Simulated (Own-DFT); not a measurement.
# Computed records: GaP (zincblende, atoms displaced), Si₃N₄ (beta silicon nitride, atoms displaced)

A calculation, not a measurement: plane-wave PBE density functional theory by an unreviewed code, no spin, of a simulated periodic cell, stress positive in tension, free energy of the whole cell less one offset for each atom, forces on such cells passed a denser k mesh, this cell's mesh not checked; offsets are fitted by least squares, one for each functional and potential file, so energies compare only between cells with the same atoms and settings and are not formation energies; the far tail of each file's local potential was reset to the Coulomb form; each entry is a single point on an unrelaxed cell, so the pressure reflects the starting lattice, mostly measured values (interpolated for alloys), from which strain is counted, and rises with the displacements; printed positions are rounded, which can move forces by about a meV/angstrom; the program, named Own-DFT, is a retired in-house code; no spin-orbit coupling; before rounding, a Quantum ESPRESSO 7.3.1 run of the same cell and cutoff gave forces within 1 meV/angstrom rms on each cell, which checks the program and not the settings. Program: Own-DFT development build.

Settings shared by all entries: functional PBE; potential files PseudoDojo norm-conserving, scalar-relativistic, standard set; wave cutoff 42 hartree; occupations Fermi-Dirac; smearing width 0.1 eV.

(1) GaP (zincblende, atoms displaced)

```cif
# cell vector a (Å): 16.3515 0.0000 0.0000
# cell vector b (Å): 0.0000 10.9010 0.0000
# cell vector c (Å): 0.0000 0.0000 10.9010
data_GaP
_symmetry_space_group_name_H-M 'P 1'
_symmetry_Int_Tables_number 1
_cell_length_a 16.3515
_cell_length_b 10.9010
_cell_length_c 10.9010
_cell_angle_alpha 90.000
_cell_angle_beta 90.000
_cell_angle_gamma 90.000
_cell_volume 1943.08
loop_
_atom_site_label
_atom_site_type_symbol
_atom_site_fract_x
_atom_site_fract_y
_atom_site_fract_z
_atom_site_occupancy
Ga1 Ga 0.00117 0.99807 0.99872 1
Ga2 Ga 0.99950 0.25325 0.24904 1
Ga3 Ga 0.16562 0.00219 0.24942 1
Ga4 Ga 0.16671 0.24954 0.00335 1
P1 P 0.08348 0.12598 0.12388 1
P2 P 0.08114 0.37312 0.37395 1
P3 P 0.24945 0.12440 0.37474 1
P4 P 0.25305 0.37489 0.12476 1
Ga5 Ga 0.00012 0.99924 0.49609 1
Ga6 Ga 0.00006 0.25422 0.74998 1
Ga7 Ga 0.16469 0.00159 0.75093 1
Ga8 Ga 0.16790 0.25002 0.50204 1
P5 P 0.08465 0.12720 0.62709 1
P6 P 0.08377 0.37579 0.87715 1
P7 P 0.25049 0.12686 0.87556 1
P8 P 0.25099 0.37390 0.62779 1
Ga9 Ga 0.99941 0.49912 0.99950 1
Ga10 Ga 0.99993 0.75079 0.24971 1
Ga11 Ga 0.16549 0.49887 0.24603 1
Ga12 Ga 0.16736 0.75072 0.00164 1
P9 P 0.08514 0.62716 0.12394 1
P10 P 0.08253 0.87495 0.37933 1
P11 P 0.25038 0.62594 0.37733 1
P12 P 0.24799 0.87536 0.12558 1
Ga13 Ga 0.00095 0.49979 0.49917 1
Ga14 Ga 0.99836 0.75106 0.75111 1
Ga15 Ga 0.16533 0.49931 0.75039 1
Ga16 Ga 0.16592 0.74639 0.50072 1
P13 P 0.08210 0.62414 0.62491 1
P14 P 0.08327 0.87336 0.87295 1
P15 P 0.24885 0.62406 0.87595 1
P16 P 0.24837 0.87343 0.62528 1
Ga17 Ga 0.33338 0.00056 0.00046 1
Ga18 Ga 0.33485 0.25411 0.25245 1
Ga19 Ga 0.50195 0.99944 0.24705 1
Ga20 Ga 0.49991 0.24807 0.99901 1
P17 P 0.41807 0.12349 0.12478 1
P18 P 0.41521 0.37385 0.37393 1
P19 P 0.58114 0.12919 0.37356 1
P20 P 0.58381 0.37663 0.12564 1
Ga21 Ga 0.33316 0.99969 0.50216 1
Ga22 Ga 0.33297 0.25285 0.75093 1
Ga23 Ga 0.50189 0.00405 0.74749 1
Ga24 Ga 0.50098 0.25016 0.49743 1
P21 P 0.41760 0.12139 0.62429 1
P22 P 0.41698 0.37488 0.87470 1
P23 P 0.58388 0.12441 0.87508 1
P24 P 0.58284 0.37712 0.62317 1
Ga25 Ga 0.33202 0.49866 0.99818 1
Ga26 Ga 0.33142 0.74890 0.25122 1
Ga27 Ga 0.50005 0.49984 0.25233 1
Ga28 Ga 0.49889 0.75051 0.99941 1
P25 P 0.41705 0.62609 0.12636 1
P26 P 0.41449 0.87555 0.37366 1
P27 P 0.58218 0.62733 0.37159 1
P28 P 0.58304 0.87490 0.12271 1
Ga29 Ga 0.33431 0.49994 0.49995 1
Ga30 Ga 0.33451 0.74966 0.74966 1
Ga31 Ga 0.50228 0.49921 0.75076 1
Ga32 Ga 0.49839 0.74958 0.50030 1
P29 P 0.41789 0.62604 0.62545 1
P30 P 0.41792 0.87541 0.87633 1
P31 P 0.58322 0.62170 0.87616 1
P32 P 0.58503 0.87247 0.62636 1
Ga33 Ga 0.66759 0.00274 0.00086 1
Ga34 Ga 0.66807 0.25064 0.25050 1
Ga35 Ga 0.83279 0.00212 0.24993 1
Ga36 Ga 0.83351 0.24857 0.99997 1
P33 P 0.74993 0.12462 0.12513 1
P34 P 0.75081 0.37461 0.37619 1
P35 P 0.91892 0.12673 0.37755 1
P36 P 0.91619 0.37551 0.12679 1
Ga37 Ga 0.66738 0.99952 0.49953 1
Ga38 Ga 0.66746 0.24814 0.75174 1
Ga39 Ga 0.83454 0.00075 0.74888 1
Ga40 Ga 0.83343 0.25128 0.49948 1
P37 P 0.74819 0.12101 0.62572 1
P38 P 0.75055 0.37372 0.87546 1
P39 P 0.91652 0.12759 0.87843 1
P40 P 0.91562 0.37541 0.62447 1
Ga41 Ga 0.66527 0.49764 0.00537 1
Ga42 Ga 0.66429 0.74977 0.24991 1
Ga43 Ga 0.83298 0.49604 0.24672 1
Ga44 Ga 0.83280 0.75176 0.99446 1
P41 P 0.75193 0.62590 0.12346 1
P42 P 0.74974 0.87832 0.37147 1
P43 P 0.91716 0.62402 0.37297 1
P44 P 0.91855 0.87254 0.12253 1
Ga45 Ga 0.66456 0.49744 0.50093 1
Ga46 Ga 0.66560 0.74735 0.74813 1
Ga47 Ga 0.83361 0.49761 0.75032 1
Ga48 Ga 0.83271 0.75180 0.49634 1
P45 P 0.75209 0.62481 0.62515 1
P46 P 0.75103 0.87204 0.87642 1
P47 P 0.91663 0.62391 0.87384 1
P48 P 0.91658 0.87586 0.62601 1
```

Settings of this run: k mesh 2 x 3 x 3 centred on Gamma.

The calculation gives: free energy of cell above offsets -53.572 eV; pressure 2.72 GPa; stress xx -2.72 GPa; stress yy -2.72 GPa; stress zz -2.73 GPa; stress yz 0.11 GPa; stress xz -0.04 GPa; stress xy 0.11 GPa.

Force:
```tsv
element	x (eV/Å)	y (eV/Å)	z (eV/Å)
Ga	-0.062	0.146	0.001
Ga	0.013	-0.483	-0.039
Ga	-0.101	-0.238	0.227
Ga	0.247	0.139	-0.25
P	-0.311	-0.064	0.193
P	0.683	0.226	0.169
P	0.259	0.219	0.057
P	-0.497	-0.063	0.105
Ga	0.078	0.225	0.851
Ga	-0.039	-0.3	0.112
Ga	0.423	-0.104	0.006
Ga	-0.109	0.049	-0.229
P	-0.517	-0.122	-0.282
P	-0.01	-0.132	0.006
P	-0.14	-0.181	0.006
P	-0.166	0.407	-0.38
Ga	0.113	0.274	0.186
Ga	0.183	-0.106	0.108
Ga	0.282	0.028	0.452
Ga	-0.045	0.039	-0.342
P	-0.496	-0.219	0.033
P	0.34	-0.161	-0.661
P	-0.304	-0.495	-0.297
P	0.329	0.139	0.06
Ga	-0.294	0.032	-0.017
Ga	0.122	-0.195	-0.212
Ga	0.121	0.099	-0.011
Ga	0.024	0.252	0.096
P	0.008	0.017	0.191
P	0.094	0.05	0.236
P	0.166	0.167	-0.236
P	0.093	0.132	0.15
Ga	-0.059	-0.089	-0.005
Ga	-0.271	-0.845	-0.388
Ga	-0.316	-0.076	0.334
Ga	0.062	0.211	0.14
P	-0.295	0.29	0.159
P	0.518	0.388	0.444
P	0.63	-0.636	-0.037
P	-0.367	-0.548	0.242
Ga	-0.226	-0.176	-0.209
Ga	0.346	-0.531	-0.04
Ga	-0.047	-0.659	0.26
Ga	-0.444	0.1	0.379
P	-0.178	0.785	0.015
P	0.142	0.049	-0.002
P	0.038	0.151	0.03
P	0.032	-0.663	0.349
Ga	0.41	0.345	0.119
Ga	0.128	0.134	-0.184
Ga	-0.169	0.014	-0.298
Ga	0.149	-0.219	0.01
P	-0.271	-0.248	-0.15
P	0.389	0.087	0.04
P	0.101	-0.33	0.681
P	0.217	0.004	-0.026
Ga	-0.112	0.056	0.22
Ga	-0.22	0.1	0.184
Ga	-0.404	0.09	-0.054
Ga	0.145	0.312	-0.191
P	-0.071	-0.392	0.095
P	-0.134	0.235	-0.393
P	0.147	0.302	0.144
P	-0.355	0.292	-0.373
Ga	0.009	-0.493	-0.169
Ga	-0.151	0.044	-0.025
Ga	0.607	-0.105	-0.14
Ga	-0.094	0.234	0.197
P	0.071	0.245	0.057
P	-0.204	0.106	-0.114
P	-0.453	-0.015	-0.49
P	0.075	-0.209	-0.512
Ga	-0.439	0.036	-0.193
Ga	-0.101	0.227	-0.262
Ga	-0.13	-0.036	0.405
Ga	-0.116	-0.402	0.292
P	0.412	0.533	-0.126
P	-0.206	0.132	0.171
P	0.284	-0.321	-0.511
P	0.23	0.032	-0.055
Ga	0.508	0.347	-0.513
Ga	0.518	0.12	-0.346
Ga	-0.089	0.569	0.406
Ga	0.403	-0.394	0.559
P	-0.317	0.008	0.148
P	-0.159	-0.363	0.144
P	-0.189	-0.031	0.021
P	-0.448	0.35	0.166
Ga	0.437	0.655	-0.288
Ga	0.359	-0.142	0.392
Ga	-0.066	0.177	0.007
Ga	0.14	-0.074	0.125
P	-0.355	-0.12	-0.248
P	-0.53	0.649	-0.567
P	-0.034	-0.049	0.08
P	0.03	-0.016	-0.396
```

(2) Si₃N₄ (beta silicon nitride, atoms displaced)

```cif
# cell vector a (Å): 7.6060 0.0000 0.0000
# cell vector b (Å): -3.8030 6.5870 0.0000
# cell vector c (Å): 0.0000 0.0000 8.7270
data_Si3N4
_symmetry_space_group_name_H-M 'P 1'
_symmetry_Int_Tables_number 1
_cell_length_a 7.6060
_cell_length_b 7.6060
_cell_length_c 8.7270
_cell_angle_alpha 90.000
_cell_angle_beta 90.000
_cell_angle_gamma 120.000
_cell_volume 437.23
loop_
_atom_site_label
_atom_site_type_symbol
_atom_site_fract_x
_atom_site_fract_y
_atom_site_fract_z
_atom_site_occupancy
Si1 Si 0.17083 0.76741 0.08398 1
Si2 Si 0.22824 0.39900 0.08526 1
Si3 Si 0.59801 0.83349 0.08257 1
Si4 Si 0.82831 0.23451 0.25057 1
Si5 Si 0.77370 0.59891 0.24573 1
Si6 Si 0.40367 0.17800 0.24762 1
N1 N 0.33302 0.03546 0.08185 1
N2 N 0.97155 0.30408 0.08939 1
N3 N 0.69917 0.66914 0.07868 1
N4 N 0.66799 0.97058 0.25219 1
N5 N 0.03288 0.69663 0.25477 1
N6 N 0.30161 0.33422 0.25139 1
N7 N 0.33600 0.66554 0.08186 1
N8 N 0.66670 0.33168 0.25349 1
Si7 Si 0.17469 0.77049 0.41608 1
Si8 Si 0.22974 0.40407 0.41632 1
Si9 Si 0.59573 0.82654 0.41616 1
Si10 Si 0.82257 0.22871 0.58561 1
Si11 Si 0.76337 0.59192 0.58406 1
Si12 Si 0.40620 0.17182 0.58561 1
N9 N 0.33487 0.03314 0.41605 1
N10 N 0.96921 0.30017 0.41667 1
N11 N 0.70197 0.67239 0.41673 1
N12 N 0.67158 0.96953 0.58309 1
N13 N 0.03236 0.70376 0.58022 1
N14 N 0.30359 0.33829 0.58289 1
N15 N 0.33066 0.66612 0.41703 1
N16 N 0.66471 0.33431 0.58556 1
Si13 Si 0.17358 0.76974 0.74985 1
Si14 Si 0.22951 0.40563 0.75112 1
Si15 Si 0.59762 0.82947 0.74638 1
Si16 Si 0.82450 0.22951 0.91736 1
Si17 Si 0.77196 0.59645 0.91594 1
Si18 Si 0.39662 0.17067 0.91336 1
N17 N 0.33642 0.03149 0.75170 1
N18 N 0.97470 0.30162 0.74840 1
N19 N 0.69607 0.66514 0.75345 1
N20 N 0.66474 0.96712 0.91861 1
N21 N 0.03412 0.69845 0.91586 1
N22 N 0.29685 0.33252 0.91483 1
N23 N 0.33671 0.66288 0.75223 1
N24 N 0.66636 0.32696 0.91221 1
```

Here we set k mesh 3 x 3 x 3 centred on Gamma.

The calculation gives: free energy of cell above offsets -7.236 eV; pressure 5.47 GPa; stress xx -4.57 GPa; stress yy -4.26 GPa; stress zz -7.58 GPa; stress yz 0.62 GPa; stress xz -0.33 GPa; stress xy -0.24 GPa.

Force:
```tsv
element	x (eV/Å)	y (eV/Å)	z (eV/Å)
Si	1.967	0.212	0.301
Si	-0.017	2.035	-0.478
Si	-0.544	-1.954	0.828
Si	-0.85	-0.508	0.853
Si	-0.669	-1.096	1.001
Si	1.198	-0.076	0.795
N	-0.629	-1.271	0.173
N	-0.246	-0.559	-1.694
N	0.289	0.455	0.937
N	0.394	0.434	-0.61
N	-0.798	0.203	-1.736
N	0.241	-0.527	-0.242
N	-0.722	0.148	0.244
N	-0.46	1.037	-0.465
Si	1.009	0.278	0.646
Si	-0.329	0.922	0.594
Si	-0.817	-0.799	-0.123
Si	0.233	1.192	-0.688
Si	0.679	0.484	-0.125
Si	-0.798	1.084	-0.932
N	-0.371	-0.228	-0.038
N	-0.105	-0.293	0.558
N	0.227	-0.079	-0.499
N	-0.035	0.22	-0.147
N	-0.876	-0.297	1.143
N	1.01	-1.291	0.325
N	0.669	0.331	-0.01
N	0.733	-0.527	-0.035
Si	1.498	-0.751	-0.698
Si	0.744	0.703	-0.902
Si	-0.439	-1.475	1.478
Si	0.423	0.293	0.077
Si	0.069	-1.535	-0.143
Si	1.28	1.623	0.967
N	-0.555	-1.05	-0.795
N	-1.541	-0.967	0.707
N	0.077	0.698	-0.95
N	0.627	1.244	-1.324
N	-0.91	-0.025	0.215
N	0.8	-1.118	0.752
N	-1.274	1.615	-0.31
N	-1.181	1.211	0.351
```

(3) Si₃N₄ (beta silicon nitride, atoms displaced)

```cif
# cell vector a (Å): 7.6060 0.0000 0.0000
# cell vector b (Å): -3.8030 6.5870 0.0000
# cell vector c (Å): 0.0000 0.0000 8.7270
data_Si3N4
_symmetry_space_group_name_H-M 'P 1'
_symmetry_Int_Tables_number 1
_cell_length_a 7.6060
_cell_length_b 7.6060
_cell_length_c 8.7270
_cell_angle_alpha 90.000
_cell_angle_beta 90.000
_cell_angle_gamma 120.000
_cell_volume 437.23
loop_
_atom_site_label
_atom_site_type_symbol
_atom_site_fract_x
_atom_site_fract_y
_atom_site_fract_z
_atom_site_occupancy
Si1 Si 0.17157 0.76698 0.08593 1
Si2 Si 0.23371 0.40589 0.08129 1
Si3 Si 0.59502 0.82687 0.08275 1
Si4 Si 0.82909 0.23231 0.25206 1
Si5 Si 0.76955 0.59677 0.25044 1
Si6 Si 0.41007 0.17749 0.25092 1
N1 N 0.33660 0.03788 0.08596 1
N2 N 0.96790 0.29850 0.07866 1
N3 N 0.69603 0.66476 0.08273 1
N4 N 0.67109 0.97170 0.24483 1
N5 N 0.03356 0.69985 0.24763 1
N6 N 0.30316 0.33458 0.25253 1
N7 N 0.33374 0.66839 0.07971 1
N8 N 0.66628 0.33483 0.24884 1
Si7 Si 0.17438 0.77164 0.41808 1
Si8 Si 0.23253 0.40071 0.41645 1
Si9 Si 0.59588 0.82642 0.41865 1
Si10 Si 0.82272 0.23032 0.58187 1
Si11 Si 0.77256 0.60087 0.58612 1
Si12 Si 0.40280 0.17217 0.58596 1
N9 N 0.33637 0.03311 0.41759 1
N10 N 0.97055 0.30032 0.41864 1
N11 N 0.70164 0.66901 0.42139 1
N12 N 0.66660 0.96986 0.58141 1
N13 N 0.02463 0.69709 0.58250 1
N14 N 0.30303 0.33475 0.58271 1
N15 N 0.33109 0.66657 0.41353 1
N16 N 0.66887 0.33864 0.58216 1
Si13 Si 0.16931 0.76613 0.74900 1
Si14 Si 0.23407 0.40108 0.74858 1
Si15 Si 0.59249 0.82531 0.75484 1
Si16 Si 0.82682 0.22913 0.91695 1
Si17 Si 0.76870 0.59320 0.91767 1
Si18 Si 0.40419 0.17457 0.91334 1
N17 N 0.33044 0.03448 0.75224 1
N18 N 0.96887 0.30018 0.75069 1
N19 N 0.69937 0.67404 0.74920 1
N20 N 0.66678 0.97201 0.91588 1
N21 N 0.02969 0.69866 0.91723 1
N22 N 0.30288 0.32877 0.91790 1
N23 N 0.33945 0.66341 0.74977 1
N24 N 0.66609 0.33193 0.91360 1
```

Here we set k mesh 3 x 3 x 3 centred on Gamma.

Results for Si₃N₄ (beta silicon nitride, atoms displaced): free energy of cell above offsets -7.349 eV; pressure 5.44 GPa; stress xx -5.04 GPa; stress yy -4.28 GPa; stress zz -6.98 GPa; stress yz -1.39 GPa; stress xz 0.59 GPa; stress xy -0.43 GPa.

Force:
```tsv
element	x (eV/Å)	y (eV/Å)	z (eV/Å)
Si	1.217	1.325	-1.198
Si	-0.539	0.384	0.548
Si	-0.348	-0.346	-0.364
Si	-0.723	0.29	-0.956
Si	0.11	-0.528	0.316
Si	-0.244	0.085	-0.048
N	-0.449	-1.662	-0.79
N	1.036	0.412	1.573
N	-0.204	0.617	0.24
N	0.3	-0.307	1.56
N	-1.213	-0.209	1.359
N	0.296	-0.557	-1.005
N	0.101	-0.359	0.15
N	1.134	0.454	0.219
Si	0.724	-0.427	-0.557
Si	-1.117	1.679	0.165
Si	-0.655	-0.42	-1.049
Si	-0.182	0.478	0.75
Si	-1.09	-1.551	0.008
Si	1.042	1.349	-0.728
N	-0.547	-0.428	0.218
N	0.264	-0.146	-0.4
N	-0.444	0.699	-1.311
N	0.099	0.065	1.035
N	1.688	1.164	0.234
N	0.704	-1.036	0.023
N	0.43	-0.15	0.291
N	-0.384	-0.687	0.194
Si	1.632	-0.097	0.402
Si	-1.218	0.74	0.709
Si	0.1	0.585	-1.457
Si	-1.054	0.623	-0.741
Si	-0.343	-0.515	-0.649
Si	1.26	0.261	1.972
N	-0.293	-1.963	-0.962
N	0.725	0	-0.547
N	1.004	-0.329	0.924
N	0.266	-0.501	0.477
N	-0.037	0.307	-0.008
N	-0.784	0.362	-0.596
N	-2.422	0.125	-0.036
N	0.156	0.216	0.035
```

(4) Si₃N₄ (beta silicon nitride, atoms displaced)

```cif
# cell vector a (Å): 7.6060 0.0000 0.0000
# cell vector b (Å): -3.8030 6.5870 0.0000
# cell vector c (Å): 0.0000 0.0000 8.7270
data_Si3N4
_symmetry_space_group_name_H-M 'P 1'
_symmetry_Int_Tables_number 1
_cell_length_a 7.6060
_cell_length_b 7.6060
_cell_length_c 8.7270
_cell_angle_alpha 90.000
_cell_angle_beta 90.000
_cell_angle_gamma 120.000
_cell_volume 437.23
loop_
_atom_site_label
_atom_site_type_symbol
_atom_site_fract_x
_atom_site_fract_y
_atom_site_fract_z
_atom_site_occupancy
Si1 Si 0.17670 0.77242 0.08329 1
Si2 Si 0.23035 0.39998 0.08355 1
Si3 Si 0.59021 0.82084 0.08710 1
Si4 Si 0.82278 0.22613 0.24962 1
Si5 Si 0.76462 0.59654 0.24958 1
Si6 Si 0.40685 0.17837 0.24862 1
N1 N 0.33332 0.03141 0.08748 1
N2 N 0.96760 0.30038 0.08682 1
N3 N 0.70303 0.66801 0.08156 1
N4 N 0.66620 0.96196 0.24777 1
N5 N 0.03201 0.70005 0.25048 1
N6 N 0.30810 0.33551 0.24785 1
N7 N 0.32959 0.66281 0.08265 1
N8 N 0.66985 0.33463 0.25169 1
Si7 Si 0.17135 0.77081 0.41652 1
Si8 Si 0.23259 0.40287 0.41516 1
Si9 Si 0.59549 0.82643 0.41733 1
Si10 Si 0.83026 0.22821 0.58285 1
Si11 Si 0.76323 0.59583 0.57801 1
Si12 Si 0.40913 0.17510 0.58021 1
N9 N 0.33184 0.02482 0.42388 1
N10 N 0.96971 0.30234 0.41527 1
N11 N 0.69857 0.67014 0.41926 1
N12 N 0.66550 0.97166 0.58353 1
N13 N 0.03799 0.69957 0.58495 1
N14 N 0.30572 0.33678 0.58489 1
N15 N 0.33671 0.67056 0.41694 1
N16 N 0.66281 0.33024 0.58405 1
Si13 Si 0.17475 0.76552 0.74797 1
Si14 Si 0.22918 0.40290 0.75211 1
Si15 Si 0.59184 0.82192 0.74829 1
Si16 Si 0.83069 0.22851 0.91581 1
Si17 Si 0.76578 0.59167 0.91608 1
Si18 Si 0.40290 0.17190 0.92022 1
N17 N 0.33363 0.03586 0.74773 1
N18 N 0.97099 0.30260 0.74941 1
N19 N 0.69982 0.66754 0.75137 1
N20 N 0.66791 0.96788 0.91543 1
N21 N 0.03572 0.70052 0.91828 1
N22 N 0.30254 0.33038 0.91915 1
N23 N 0.33254 0.66771 0.74950 1
N24 N 0.66810 0.33443 0.91478 1
```

It was run with k mesh 3 x 3 x 3 centred on Gamma.

It finds free energy of cell above offsets -7.076 eV; pressure 5.59 GPa; stress xx -4.49 GPa; stress yy -4.78 GPa; stress zz -7.51 GPa; stress yz -0.77 GPa; stress xz -0.51 GPa; stress xy 0.08 GPa.

Force:
```tsv
element	x (eV/Å)	y (eV/Å)	z (eV/Å)
Si	0.15	-1.045	0.318
Si	-1.043	1.238	-0.071
Si	0.007	-0.373	-2.106
Si	-0.382	0.359	0.26
Si	1.746	-0.594	0.078
Si	1.384	-0.87	1.664
N	-0.187	-0.018	-0.474
N	0.914	-0.254	-0.764
N	-1.153	0.656	0.493
N	0.306	1.441	1.009
N	-1.083	0.031	-0.146
N	-0.46	-0.232	0.635
N	0.44	-0.022	0.116
N	-0.695	-0.21	-0.017
Si	1.45	-0.984	0.203
Si	-0.512	1.614	0.659
Si	-1.165	-0.072	0.231
Si	-1.842	0.976	-0.018
Si	2.435	-1.333	2.537
Si	-0.545	0.118	1.521
N	-0.471	1.634	-2.575
N	0.664	-0.474	-0.105
N	-0.241	0.479	-1.593
N	0.738	-0.572	-0.124
N	-2.686	-1.021	-0.864
N	-0.009	-0.562	-0.565
N	-0.323	-1.105	-0.212
N	1.681	1.317	-0.413
Si	-0.048	1.509	1.023
Si	0.644	1.062	-0.405
Si	-0.18	0.364	0.558
Si	-1.836	0.203	0.446
Si	1.507	0.013	-0.183
Si	1.381	0.27	-1.47
N	-0.328	-1.247	0.958
N	0.354	-0.356	0.127
N	-0.362	0.492	-0.95
N	0.278	-0.253	0.58
N	-1.153	-0.214	-0.546
N	-0.577	-0.085	-0.289
N	0.843	-0.981	0.135
N	0.36	-0.902	0.337
```

(5) Si₃N₄ (beta silicon nitride, atoms displaced)

```cif
# cell vector a (Å): 7.6060 0.0000 0.0000
# cell vector b (Å): -3.8030 6.5870 0.0000
# cell vector c (Å): 0.0000 0.0000 8.7270
data_Si3N4
_symmetry_space_group_name_H-M 'P 1'
_symmetry_Int_Tables_number 1
_cell_length_a 7.6060
_cell_length_b 7.6060
_cell_length_c 8.7270
_cell_angle_alpha 90.000
_cell_angle_beta 90.000
_cell_angle_gamma 120.000
_cell_volume 437.23
loop_
_atom_site_label
_atom_site_type_symbol
_atom_site_fract_x
_atom_site_fract_y
_atom_site_fract_z
_atom_site_occupancy
Si1 Si 0.17587 0.76602 0.08003 1
Si2 Si 0.23078 0.40650 0.08155 1
Si3 Si 0.59646 0.83425 0.08539 1
Si4 Si 0.82396 0.22743 0.24660 1
Si5 Si 0.77204 0.59302 0.25422 1
Si6 Si 0.40487 0.17676 0.24947 1
N1 N 0.33218 0.03262 0.08000 1
N2 N 0.97492 0.30407 0.08487 1
N3 N 0.69578 0.66466 0.07947 1
N4 N 0.66972 0.96804 0.25123 1
N5 N 0.02692 0.69614 0.24761 1
N6 N 0.30323 0.33177 0.24665 1
N7 N 0.33432 0.66481 0.08348 1
N8 N 0.66550 0.33549 0.24707 1
Si7 Si 0.17353 0.77348 0.41637 1
Si8 Si 0.23088 0.40357 0.41757 1
Si9 Si 0.59902 0.82271 0.41391 1
Si10 Si 0.82424 0.23036 0.58341 1
Si11 Si 0.77370 0.60329 0.58149 1
Si12 Si 0.40524 0.17554 0.58450 1
N9 N 0.33148 0.03117 0.41761 1
N10 N 0.96793 0.29438 0.41666 1
N11 N 0.69736 0.66461 0.41705 1
N12 N 0.66421 0.97008 0.58251 1
N13 N 0.02999 0.69733 0.58239 1
N14 N 0.30623 0.33639 0.58338 1
N15 N 0.33372 0.66917 0.41155 1
N16 N 0.66783 0.33357 0.58287 1
Si13 Si 0.17209 0.76592 0.74899 1
Si14 Si 0.23417 0.41192 0.74588 1
Si15 Si 0.60205 0.82783 0.74928 1
Si16 Si 0.82437 0.22951 0.91713 1
Si17 Si 0.77284 0.59985 0.91554 1
Si18 Si 0.39655 0.16652 0.91644 1
N17 N 0.33206 0.03317 0.74915 1
N18 N 0.96552 0.30340 0.74791 1
N19 N 0.69727 0.66707 0.74716 1
N20 N 0.67189 0.97264 0.91364 1
N21 N 0.03688 0.70560 0.91494 1
N22 N 0.30212 0.33756 0.91100 1
N23 N 0.33255 0.66857 0.75191 1
N24 N 0.66886 0.33396 0.91935 1
```

It was run with k mesh 3 x 3 x 3 centred on Gamma.

It finds free energy of cell above offsets -7.196 eV; pressure 5.52 GPa; stress xx -4.7 GPa; stress yy -5.26 GPa; stress zz -6.6 GPa; stress yz 0.12 GPa; stress xz 0.18 GPa; stress xy 0.51 GPa.

Force:
```tsv
element	x (eV/Å)	y (eV/Å)	z (eV/Å)
Si	0.088	0.344	0.862
Si	1.233	0.219	-0.36
Si	0.598	-2.274	-1.387
Si	-0.314	1.328	1.065
Si	-1.215	-0.262	-2.221
Si	0.636	-0.201	-0.165
N	-0.174	-1.319	1.443
N	-1.063	-0.914	-0.589
N	-0.358	1.175	1.425
N	0.172	0.6	-0.265
N	1.035	0.975	0.344
N	-0.752	0.117	0.694
N	-0.174	1.119	-0.022
N	0.913	-1.12	0.321
Si	1.065	-0.903	-0.577
Si	-0.313	0.803	-0.925
Si	-1.867	0.139	1.141
Si	-0.493	0.274	-0.324
Si	0.262	-2.539	0.665
Si	0.949	0.569	-0.199
N	-0.426	0.449	-0.419
N	0.152	-0.016	-0.382
N	0.05	0.605	-0.315
N	0.683	-0.609	-0.368
N	0.013	0.557	-0.097
N	-0.261	-0.242	-0.361
N	0.198	-0.427	0.315
N	-0.599	0.834	-0.17
Si	0.888	0.922	-0.347
Si	-0.745	-0.502	0.642
Si	-1.854	-0.314	-0.264
Si	-0.148	1.426	-0.372
Si	0.09	-1.563	0.202
Si	0.829	2.907	-0.727
N	-0.417	-1.314	-0.237
N	1.362	0.233	0.409
N	0.547	0.408	0.338
N	0.174	-0.646	0.916
N	-1.211	-0.495	0.001
N	0.431	-0.989	0.822
N	0.81	0.695	-0.315
N	-0.795	-0.05	-0.194
```
